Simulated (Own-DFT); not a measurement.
# Response to strain: 4H SiC, 72 atoms (C36Si36)

Calculated results; nothing here was measured. The program, named Own-DFT, is a retired in-house plane-wave density functional code that no person has reviewed. Each row is one single-point run on a periodic cell that was not relaxed, without spin or spin-orbit coupling.

Settings of every run: PBE; PseudoDojo norm-conserving scalar-relativistic files; cutoff 42 hartree; 4 x 4 x 3 k mesh centred on Gamma; Fermi-Dirac smearing of 0.1 eV.

Known limits: forces on such cells passed a denser k mesh, each cell not checked; stress not checked against mesh or cutoff.

Unstrained cell vectors in Å: (9.248, 0.000, 0.000); (-4.624, 8.009, 0.000); (0.000, 0.000, 10.068). The unstrained cell has measured lattice constants (interpolated for alloys), not those of this functional. That, the random moves and any unrelaxed bonds set the pressure at no strain. Each run strains this cell uniformly, with the atoms carried along. Every atom was also moved at random, by a Gaussian of width 0.05 Å on each axis. Strain is the symmetric tensor, in per cent. Stress is positive in tension, and the pressure is minus a third of its trace.

```
run  e_xx (%)  e_yy (%)  e_zz (%)  e_yz (%)  e_xz (%)  e_xy (%)  s_xx (GPa)  s_yy (GPa)  s_zz (GPa)  s_yz (GPa)  s_xz (GPa)  s_xy (GPa)  P (GPa)  E (meV/atom)
  1     -1.60     -0.53     -0.50     -1.99     -0.65     -1.06      -15.49       -9.11      -10.49       -6.86       -2.00       -4.30    11.70          22.7
  2     -1.44      1.32     -0.18      1.74      1.02      1.00      -10.89       -0.55       -5.59        4.91        3.40        4.45     5.68          17.2
  3      0.80      0.00      1.50      0.56     -1.02      0.75        0.15       -4.29        2.14        2.65       -3.89        3.24     0.67          21.1
  4      0.51      1.63     -1.16     -1.55      1.34     -1.39        1.11        3.62      -13.42       -4.94        3.76       -5.87     2.90           9.9
  5      0.37      0.55     -2.00     -1.80     -1.43     -0.36       -1.96       -2.23      -19.83       -5.94       -4.82       -0.83     8.01          27.0
  6      1.07      1.11      1.98     -1.21      1.61     -1.18        3.12        2.11        5.21       -3.87        4.97       -4.48    -3.48           3.9
  7     -1.28      0.38      0.34      1.51      0.67      0.47      -10.03       -3.12       -6.96        6.11        1.14        1.92     6.70          17.8
  8     -1.25     -0.19     -0.26      1.89     -0.90     -0.84      -12.98       -6.85       -8.29        6.88       -2.27       -4.70     9.37          21.1
  9      1.16      1.58      1.00     -1.20     -0.53      1.14        3.00        2.74        3.09       -4.06       -2.01        4.40    -2.94           0.0
 10     -1.44      1.05     -1.16     -0.73     -1.95      0.14      -11.79       -0.49      -15.34       -2.82       -6.94       -1.25     9.21          22.7
 11     -0.55     -0.93     -0.93     -0.31     -1.35      1.73       -9.97       -9.14      -12.75       -1.54       -4.24        7.26    10.62          13.2
 12     -1.46      0.97      1.21     -0.16      1.34      0.28      -11.53        0.17       -0.68        0.11        4.08        1.50     4.02          28.7
 13     -1.86      0.43     -1.19      0.17      0.92      1.79      -14.98       -6.23      -12.33        0.03        3.41        8.24    11.18          17.4
 14     -1.61     -1.41      1.30     -1.48     -1.66     -0.32      -13.91      -14.81       -0.81       -5.26       -6.56       -2.30     9.84          25.5
 15      1.25     -0.34     -1.43     -1.61      0.93      0.63        2.13       -5.21      -15.43       -5.32        2.52        2.39     6.17           6.2
 16      1.14      0.47     -1.69     -1.82      1.38     -1.20        1.55       -0.92      -18.93       -5.91        4.33       -5.03     6.10          37.1
 17     -1.82      0.96      0.55      1.92      0.86     -0.13           ?           ?           ?           ?           ?           ?        ?             ?
```

E is the free energy for each atom above the lowest run shown.

## Worked fit

Each stress component was fitted by least squares to a constant and the strains of the runs shown, as fractions, with shears doubled. Shear strains stay in the fit of a normal stress only where such slopes are resolved. The slopes, in GPa:

| stress | at no strain | per e_xx | per e_yy | per e_zz | scatter |
|---|---|---|---|---|---|
| s_xx | -4.7 | 560 ± 19 | 128 ± 26 | 24 ± 18 | 0.87 |
| s_yy | -4.9 | 99 ± 23 | 498 ± 31 | 2 ± 21 | 1.04 |
| s_zz | -7.2 | 11 ± 35 | 76 ± 48 | 617 ± 33 | 1.61 |

Each shear stress against twice its own strain: yz 177 ± 7, xz 164 ± 7, xy 220 ± 9 GPa. These are stiffnesses along x, y and z of the frame in which the cell vectors are given, which need not be the crystal's axes. The atoms are held to the strained lattice; where symmetry lets them move under strain, relaxing them would lower some slopes. The table should be nearly symmetric about its diagonal, and what it lacks of that shows the noise. A ninth of its sum, 224 ± 4 GPa, estimates the bulk modulus near the mean pressure of these runs, 6.0 GPa, so it lies above the value at zero pressure.

## Withheld run

Question: what normal stresses and pressure should run 17 give?

The fit gives s_xx = -13.5, s_yy = -1.9, s_zz = -3.3 and P = 6.2 GPa. The calculation gave -15.60, -2.16, -2.52 and P = 6.76 GPa.
